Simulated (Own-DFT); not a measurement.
## Calculated data, Si$_{3}$N$_{4}$ (beta silicon nitride, strained, atoms displaced), SiC (4H silicon carbide, strained, atoms displaced), GaP (zincblende, strained, atoms displaced)

A calculation, not a measurement: plane-wave PBE density functional theory by an unreviewed code, no spin, of a simulated periodic cell, stress positive in tension, free energy of the whole cell less one offset for each atom, forces on such cells passed a denser k mesh, this cell's mesh not checked; offsets are fitted by least squares, one for each functional and potential file, so energies compare only between cells with the same atoms and settings and are not formation energies; the far tail of each file's local potential was reset to the Coulomb form; each entry is a single point on an unrelaxed cell, so the pressure reflects the starting lattice, mostly measured values (interpolated for alloys), from which strain is counted, and rises with the displacements; printed positions are rounded, which can move forces by about a meV/angstrom; the program, named Own-DFT, is a retired in-house code; no spin-orbit coupling. Program: Own-DFT development build.

Settings shared by all entries: functional PBE; potential files PseudoDojo norm-conserving, scalar-relativistic, standard set; wave cutoff 42 hartree; occupations Fermi-Dirac; smearing width 0.1 eV.

(1) 
```cif
# cell vector a (Å): 7.7407 0.0032 -0.0915
# cell vector b (Å): -3.8676 6.5180 0.0371
# cell vector c (Å): -0.1050 -0.0115 8.6099
data_Si3N4
_symmetry_space_group_name_H-M 'P 1'
_symmetry_Int_Tables_number 1
_cell_length_a 7.7412
_cell_length_b 7.5792
_cell_length_c 8.6105
_cell_angle_alpha 89.429
_cell_angle_beta 91.376
_cell_angle_gamma 120.661
_cell_volume 434.45
loop_
_atom_site_label
_atom_site_type_symbol
_atom_site_fract_x
_atom_site_fract_y
_atom_site_fract_z
_atom_site_occupancy
Si1 Si 0.17362 0.77444 0.08364 1
Si2 Si 0.23112 0.38822 0.08951 1
Si3 Si 0.58887 0.82729 0.08413 1
Si4 Si 0.83803 0.23898 0.25847 1
Si5 Si 0.77133 0.58544 0.24748 1
Si6 Si 0.40528 0.16729 0.24533 1
N1 N 0.32441 0.02666 0.07829 1
N2 N 0.98825 0.30273 0.09273 1
N3 N 0.70388 0.67180 0.07470 1
N4 N 0.68260 0.98251 0.24805 1
N5 N 0.02746 0.69097 0.25603 1
N6 N 0.29089 0.31276 0.24326 1
N7 N 0.32690 0.66593 0.08576 1
N8 N 0.66749 0.34487 0.25409 1
Si7 Si 0.17398 0.77350 0.42027 1
Si8 Si 0.22902 0.40948 0.43073 1
Si9 Si 0.59749 0.81887 0.40733 1
Si10 Si 0.82760 0.23300 0.57837 1
Si11 Si 0.75837 0.57543 0.58055 1
Si12 Si 0.40658 0.15272 0.59222 1
N9 N 0.33370 0.02908 0.41219 1
N10 N 0.97685 0.30479 0.42246 1
N11 N 0.69897 0.67490 0.41241 1
N12 N 0.66969 0.96727 0.58495 1
N13 N 0.04043 0.70459 0.58532 1
N14 N 0.30012 0.32439 0.57716 1
N15 N 0.33697 0.67320 0.41049 1
N16 N 0.66348 0.32987 0.58356 1
Si13 Si 0.18157 0.77437 0.73958 1
Si14 Si 0.22657 0.39315 0.75566 1
Si15 Si 0.59471 0.82724 0.74516 1
Si16 Si 0.82416 0.23473 0.92030 1
Si17 Si 0.76628 0.58930 0.91571 1
Si18 Si 0.39522 0.17138 0.92319 1
N17 N 0.32205 0.02853 0.75741 1
N18 N 0.97468 0.30764 0.73782 1
N19 N 0.69861 0.67218 0.75627 1
N20 N 0.67511 0.98175 0.91453 1
N21 N 0.02634 0.69268 0.92125 1
N22 N 0.30137 0.32708 0.92200 1
N23 N 0.32360 0.65201 0.74174 1
N24 N 0.66947 0.33008 0.91192 1
_calc_k_mesh '3 x 3 x 3 centred on Gamma'
_calc_free_energy_of_cell_above_offsets '-2.568'  # eV
_calc_pressure 10.27  # GPa
_calc_stress_xx -0.65  # GPa
_calc_stress_yy -15.28  # GPa
_calc_stress_zz -14.88  # GPa
_calc_stress_yz 1.71  # GPa
_calc_stress_xz -6.21  # GPa
_calc_stress_xy 0.55  # GPa
```

Force:
```tsv
element	x (eV/Å)	y (eV/Å)	z (eV/Å)
Si	0.505	-3.782	0.576
Si	-1.574	4.205	-1.965
Si	0.672	-0.704	-1.373
Si	-1.007	1.049	-2.646
Si	-2.104	5.487	-0.621
Si	-0.155	2.181	1.223
N	0.615	0.537	1.909
N	-4.315	-1.584	-1.226
N	-1.01	0.394	2.287
N	-0.55	-1.574	0.343
N	0.057	0.749	-1.185
N	1.495	-0.361	4.882
N	1.521	0.062	-0.156
N	2.004	-6.283	-0.161
Si	1.507	-1.491	-1.237
Si	1.184	0.857	-4.134
Si	-2.293	1.8	1.465
Si	-0.6	-0.943	1.151
Si	-1.054	5.26	1.006
Si	-1.664	3.704	-3.196
N	0.328	0.105	1.428
N	-0.725	-0.091	0.023
N	3.029	-2.109	0.196
N	-0.293	0.954	-2.56
N	-3.746	-1.698	-2.408
N	2.137	-1.666	4.026
N	-0.169	-0.594	0.392
N	1.159	-2.942	-0.053
Si	0.785	-3.418	5.371
Si	-0.234	0.793	-2.313
Si	-0.55	-1.601	1.999
Si	2.354	1.766	-0.633
Si	0.868	0.972	0.148
Si	2.807	1.683	-1.652
N	0.491	0.047	0.023
N	-0.377	-0.767	3.432
N	0.69	-0.735	-2.841
N	-0.394	-2.873	0.116
N	0.293	0.506	-2.162
N	-0.384	-0.116	-0.598
N	0.94	2.849	0.499
N	-2.244	-0.628	0.629
```

(2) 
```cif
# cell vector a (Å): 9.3787 -0.0691 -0.1254
# cell vector b (Å): -4.7492 8.1611 -0.0029
# cell vector c (Å): -0.1365 -0.0825 9.9595
data_SiC
_symmetry_space_group_name_H-M 'P 1'
_symmetry_Int_Tables_number 1
_cell_length_a 9.3798
_cell_length_b 9.4424
_cell_length_c 9.9608
_cell_angle_alpha 90.033
_cell_angle_beta 91.548
_cell_angle_gamma 120.615
_cell_volume 758.85
loop_
_atom_site_label
_atom_site_type_symbol
_atom_site_fract_x
_atom_site_fract_y
_atom_site_fract_z
_atom_site_occupancy
Si1 Si 0.99375 0.99732 0.40534 1
Si2 Si 0.10932 0.23018 0.16244 1
C1 C 0.01151 0.00724 0.09645 1
C2 C 0.11201 0.22289 0.33692 1
Si3 Si 0.00911 0.34109 0.41109 1
Si4 Si 0.11299 0.55388 0.15562 1
C3 C 0.00408 0.32338 0.09054 1
C4 C 0.10574 0.54833 0.34628 1
Si5 Si 0.98472 0.65459 0.40755 1
Si6 Si 0.12331 0.89554 0.14919 1
C5 C 0.99751 0.66631 0.09466 1
C6 C 0.11439 0.87892 0.35077 1
Si7 Si 0.33635 0.00980 0.40921 1
Si8 Si 0.45530 0.23144 0.15892 1
C7 C 0.33064 0.99577 0.08423 1
C8 C 0.44236 0.22091 0.35608 1
Si9 Si 0.32640 0.32944 0.40984 1
Si10 Si 0.44374 0.55791 0.16203 1
C9 C 0.33378 0.33054 0.09556 1
C10 C 0.44717 0.56204 0.35073 1
Si11 Si 0.33385 0.66968 0.40056 1
Si12 Si 0.45426 0.89455 0.15212 1
C11 C 0.33862 0.66013 0.09049 1
C12 C 0.44392 0.89212 0.34468 1
Si13 Si 0.67011 0.01240 0.40227 1
Si14 Si 0.77960 0.23012 0.15504 1
C13 C 0.66437 0.98826 0.09931 1
C14 C 0.78168 0.22623 0.34248 1
Si15 Si 0.66415 0.32511 0.41148 1
Si16 Si 0.78222 0.56325 0.15582 1
C15 C 0.68079 0.34498 0.09261 1
C16 C 0.77855 0.55229 0.34048 1
Si17 Si 0.67242 0.66646 0.40454 1
Si18 Si 0.78370 0.88784 0.15720 1
C17 C 0.66618 0.66246 0.09396 1
C18 C 0.77218 0.88299 0.34822 1
Si19 Si 0.00722 0.00635 0.90595 1
Si20 Si 0.88677 0.77550 0.65801 1
C19 C 0.99654 0.99280 0.59805 1
C20 C 0.89182 0.77132 0.83981 1
Si21 Si 0.00825 0.67951 0.91048 1
Si22 Si 0.89208 0.45467 0.66058 1
C21 C 0.99799 0.67127 0.59640 1
C22 C 0.90069 0.44710 0.84092 1
Si23 Si 0.99323 0.33900 0.90159 1
Si24 Si 0.89728 0.12758 0.64330 1
C23 C 0.99549 0.32979 0.59509 1
C24 C 0.88564 0.10719 0.85090 1
Si25 Si 0.65761 0.99502 0.90353 1
Si26 Si 0.56419 0.77624 0.66076 1
C25 C 0.66024 0.99946 0.58731 1
C26 C 0.54787 0.77313 0.84574 1
Si27 Si 0.67500 0.67083 0.90509 1
Si28 Si 0.55271 0.44055 0.65103 1
C27 C 0.66499 0.65720 0.60165 1
C28 C 0.55972 0.43858 0.84583 1
Si29 Si 0.66923 0.34044 0.90543 1
Si30 Si 0.54566 0.09986 0.65250 1
C29 C 0.67023 0.33040 0.60099 1
C30 C 0.55916 0.11394 0.85245 1
Si31 Si 0.33844 0.99782 0.90845 1
Si32 Si 0.21989 0.77622 0.65799 1
C31 C 0.32452 0.99080 0.59514 1
C32 C 0.21766 0.77241 0.84048 1
Si33 Si 0.33645 0.66796 0.90750 1
Si34 Si 0.22996 0.44927 0.65350 1
C33 C 0.32396 0.66123 0.59110 1
C34 C 0.22651 0.44639 0.84014 1
Si35 Si 0.33878 0.34147 0.90988 1
Si36 Si 0.22096 0.11385 0.65167 1
C35 C 0.33088 0.33612 0.59099 1
C36 C 0.22027 0.10519 0.84466 1
_calc_k_mesh '4 x 4 x 3 centred on Gamma'
_calc_free_energy_of_cell_above_offsets '-6.344'  # eV
_calc_pressure 0.99  # GPa
_calc_stress_xx 3.07  # GPa
_calc_stress_yy 4.26  # GPa
_calc_stress_zz -10.31  # GPa
_calc_stress_yz -1.08  # GPa
_calc_stress_xz -4.93  # GPa
_calc_stress_xy -2.49  # GPa
```

Force:
```tsv
element	x (eV/Å)	y (eV/Å)	z (eV/Å)
Si	1.63	-0.496	0.003
Si	2.626	-1.707	-3.022
C	-0.767	-0.729	0.025
C	-0.798	-0.359	3.893
Si	-0.543	-1.418	-1.107
Si	-0.133	-0.389	-0.261
C	-3.002	2.493	-0.054
C	-0.039	1.396	-0.563
Si	2.893	2.102	0.2
Si	-1.439	-1.033	2.329
C	1.214	0.68	0.09
C	-1.598	1.101	-1.455
Si	0.316	-3.254	-0.237
Si	-0.688	-1.017	-0.44
C	1.888	1.29	2.907
C	-0.152	1.182	-1.809
Si	0.71	1.279	-1.571
Si	1.313	-0.927	-0.724
C	-0.082	1.014	1.107
C	0.092	-1.25	-0.549
Si	-0.314	0.459	1.202
Si	-1.588	-1.552	1.073
C	-1.776	1.253	1.24
C	-0.202	0.529	-0.673
Si	0.204	-2.373	-0.159
Si	1.557	-1.413	-0.385
C	0.359	2.319	-1.296
C	-0.125	0.439	0.455
Si	0.454	1.266	-0.151
Si	0.18	-0.496	-0.355
C	-1.12	-0.786	0.461
C	-1.887	-1.02	0.91
Si	-0.777	-0.306	0.976
Si	0.1	-0.055	-0.096
C	-0.135	0.864	0.185
C	0.032	1.099	-0.53
Si	-0.762	-0.559	-0.012
Si	0.357	0.117	-0.496
C	-0.911	1.648	-1.343
C	-1.034	1.529	1.806
Si	0.301	-2.12	-0.917
Si	0.588	-0.996	-1.029
C	0.079	-1.017	-0.489
C	-3.13	1.498	1.393
Si	3.692	-2.269	0.69
Si	-0.47	-4.88	3.336
C	0.608	3.644	-0.707
C	-0.403	0.716	-1.788
Si	1.882	0.686	0.981
Si	-1.928	0.014	-1.649
C	1.268	0.015	1.145
C	1.682	0.601	-0.085
Si	-0.629	-0.956	-0.004
Si	0.875	-0.541	1.507
C	-0.221	1.135	-1.546
C	-1.836	1.556	-0.76
Si	1.896	-1.024	-0.284
Si	0.737	1.199	1.492
C	-1.068	-0.191	-0.901
C	-0.477	-0.278	-1.427
Si	-1.045	0.469	-2.697
Si	0.216	-0.527	-1.13
C	0.014	1.555	0.136
C	1.17	1.067	1.749
Si	-0.904	-1.205	-1.103
Si	-1.277	-0.399	0.529
C	1.163	1.28	0.102
C	-0.404	-0.127	0.861
Si	0.062	-1.554	-0.884
Si	0.354	-0.954	1.496
C	0.358	-0.845	0.781
C	0.798	1.527	-0.372
```

(3) 
```cif
# cell vector a (Å): 10.8620 0.0000 0.0000
# cell vector b (Å): 0.0000 10.8620 0.0000
# cell vector c (Å): 0.0000 0.0000 10.9361
data_GaP
_symmetry_space_group_name_H-M 'P 1'
_symmetry_Int_Tables_number 1
_cell_length_a 10.8620
_cell_length_b 10.8620
_cell_length_c 10.9361
_cell_angle_alpha 90.000
_cell_angle_beta 90.000
_cell_angle_gamma 90.000
_cell_volume 1290.27
loop_
_atom_site_label
_atom_site_type_symbol
_atom_site_fract_x
_atom_site_fract_y
_atom_site_fract_z
_atom_site_occupancy
Ga1 Ga 0.99684 0.00253 0.00063 1
Ga2 Ga 0.99941 0.24701 0.24935 1
Ga3 Ga 0.24728 0.00218 0.25100 1
Ga4 Ga 0.24224 0.24611 0.00052 1
P1 P 0.12950 0.12123 0.12895 1
P2 P 0.11769 0.38369 0.38227 1
P3 P 0.38314 0.11891 0.37539 1
P4 P 0.38173 0.38417 0.12518 1
Ga5 Ga 0.99557 0.00375 0.50534 1
Ga6 Ga 0.00115 0.24893 0.75078 1
Ga7 Ga 0.24139 0.00328 0.75223 1
Ga8 Ga 0.25239 0.25554 0.51414 1
P5 P 0.12495 0.13298 0.62981 1
P6 P 0.12333 0.37710 0.87265 1
P7 P 0.37552 0.12421 0.87614 1
P8 P 0.36962 0.37182 0.62551 1
Ga9 Ga 0.99193 0.49540 0.00543 1
Ga10 Ga 0.00719 0.75118 0.25130 1
Ga11 Ga 0.25294 0.50218 0.24757 1
Ga12 Ga 0.25348 0.75002 0.99767 1
P9 P 0.12330 0.62106 0.12878 1
P10 P 0.13040 0.88426 0.38041 1
P11 P 0.38188 0.62387 0.38037 1
P12 P 0.37659 0.87069 0.13101 1
Ga13 Ga 0.00667 0.49981 0.50293 1
Ga14 Ga 0.00200 0.74100 0.75093 1
Ga15 Ga 0.25303 0.50727 0.74333 1
Ga16 Ga 0.24598 0.74934 0.50392 1
P13 P 0.12033 0.62758 0.63095 1
P14 P 0.12496 0.87943 0.87205 1
P15 P 0.37197 0.63078 0.86921 1
P16 P 0.36946 0.87357 0.62785 1
Ga17 Ga 0.49719 0.99948 0.00769 1
Ga18 Ga 0.50343 0.25145 0.23971 1
Ga19 Ga 0.74619 0.00701 0.25821 1
Ga20 Ga 0.75931 0.25261 0.00138 1
P17 P 0.61849 0.12971 0.12849 1
P18 P 0.62795 0.37464 0.38187 1
P19 P 0.88132 0.13019 0.37600 1
P20 P 0.86792 0.36926 0.12469 1
Ga21 Ga 0.50381 0.00250 0.49686 1
Ga22 Ga 0.49423 0.25009 0.74962 1
Ga23 Ga 0.74321 0.00596 0.74845 1
Ga24 Ga 0.75530 0.23336 0.49449 1
P21 P 0.62443 0.12956 0.61802 1
P22 P 0.62699 0.36632 0.88505 1
P23 P 0.87530 0.12048 0.87520 1
P24 P 0.87298 0.37113 0.62553 1
Ga25 Ga 0.49386 0.49718 0.99649 1
Ga26 Ga 0.50361 0.75708 0.25772 1
Ga27 Ga 0.74504 0.49690 0.24744 1
Ga28 Ga 0.74414 0.75787 0.00390 1
P25 P 0.62048 0.61924 0.12963 1
P26 P 0.63134 0.87562 0.37449 1
P27 P 0.87062 0.62604 0.37572 1
P28 P 0.87878 0.86667 0.12864 1
Ga29 Ga 0.49504 0.49823 0.50401 1
Ga30 Ga 0.50014 0.74378 0.75692 1
Ga31 Ga 0.75322 0.50156 0.74928 1
Ga32 Ga 0.75034 0.76075 0.50053 1
P29 P 0.61701 0.62053 0.62156 1
P30 P 0.62433 0.87291 0.88179 1
P31 P 0.87038 0.62505 0.87312 1
P32 P 0.87460 0.88126 0.62465 1
_calc_hardware 'one NVIDIA H100'
_calc_k_mesh '3 x 3 x 3 centred on Gamma'
_calc_free_energy_of_cell_above_offsets '-32.795'  # eV
_calc_pressure 3.69  # GPa
_calc_stress_xx -3.91  # GPa
_calc_stress_yy -3.75  # GPa
_calc_stress_zz -3.42  # GPa
_calc_stress_yz 0.02  # GPa
_calc_stress_xz -0.03  # GPa
_calc_stress_xy 0.23  # GPa
_calc_wall_time 533.7  # s
```

Force:
```tsv
element	x (eV/Å)	y (eV/Å)	z (eV/Å)
Ga	0.212	-0.825	0.385
Ga	0.591	0.885	-0.053
Ga	1.138	-0.373	0.438
Ga	0.934	0.903	-0.133
P	-0.99	0.452	-0.391
P	1.762	-1.555	-1.381
P	-1.119	1.565	-0.44
P	-1.556	-1.435	0.067
Ga	0.918	0.2	-0.237
Ga	-0.614	0.53	0.33
Ga	1.025	0.023	-0.393
Ga	-0.897	-1.141	-2.389
P	-0.204	-0.88	-0.502
P	0.158	0.252	0.389
P	-0.379	-0.243	0.17
P	1.22	1.312	0.957
Ga	0.427	0.351	-0.589
Ga	-0.223	-0.136	0.892
Ga	0.011	-0.073	0.865
Ga	-0.744	0.177	0.442
P	0.236	0.365	-0.838
P	-0.862	-0.752	-0.005
P	-1.092	0.538	-0.403
P	-0.524	0.32	-0.22
Ga	-1.92	0.789	0.615
Ga	-0.86	1.501	0.668
Ga	-0.453	-0.618	0.667
Ga	0.47	-0.02	-0.258
P	0.708	-0.487	-1.175
P	-0.521	-0.793	0.755
P	0.01	-1.211	0.933
P	0.793	0.446	0.161
Ga	0.047	-0.049	-0.378
Ga	-0.695	0.93	1.944
Ga	0.7	-0.193	-1.007
Ga	-1.076	-1.538	-0.425
P	1.76	-0.959	-1.03
P	-0.286	-0.562	-0.435
P	0.133	-1.354	-0.642
P	1.102	0.669	1.092
Ga	-0.254	-1.107	0.644
Ga	0.759	0.039	0.36
Ga	0.021	-0.54	0.227
Ga	-0.509	2.277	0.657
P	-0.488	-0.381	0.96
P	-0.41	0.938	-1.403
P	-0.176	0.618	-0.128
P	0.174	-0.066	-0.283
Ga	0.794	0.823	-0.49
Ga	-0.025	-1.043	-0.31
Ga	0.255	0.111	0.795
Ga	0.552	-1.366	0.447
P	-0.182	0.919	-0.733
P	-0.601	0.551	0.401
P	0.6	-0.029	0.07
P	-0.452	1.442	0.007
Ga	0.344	-0.679	-0.357
Ga	0.431	1.051	-1.098
Ga	-0.897	-0.64	-0.14
Ga	0.103	-1.321	0.271
P	1.108	0.823	0.701
P	-0.533	0.895	-0.864
P	0.126	0.3	0.912
P	-0.08	-0.623	0.912
```
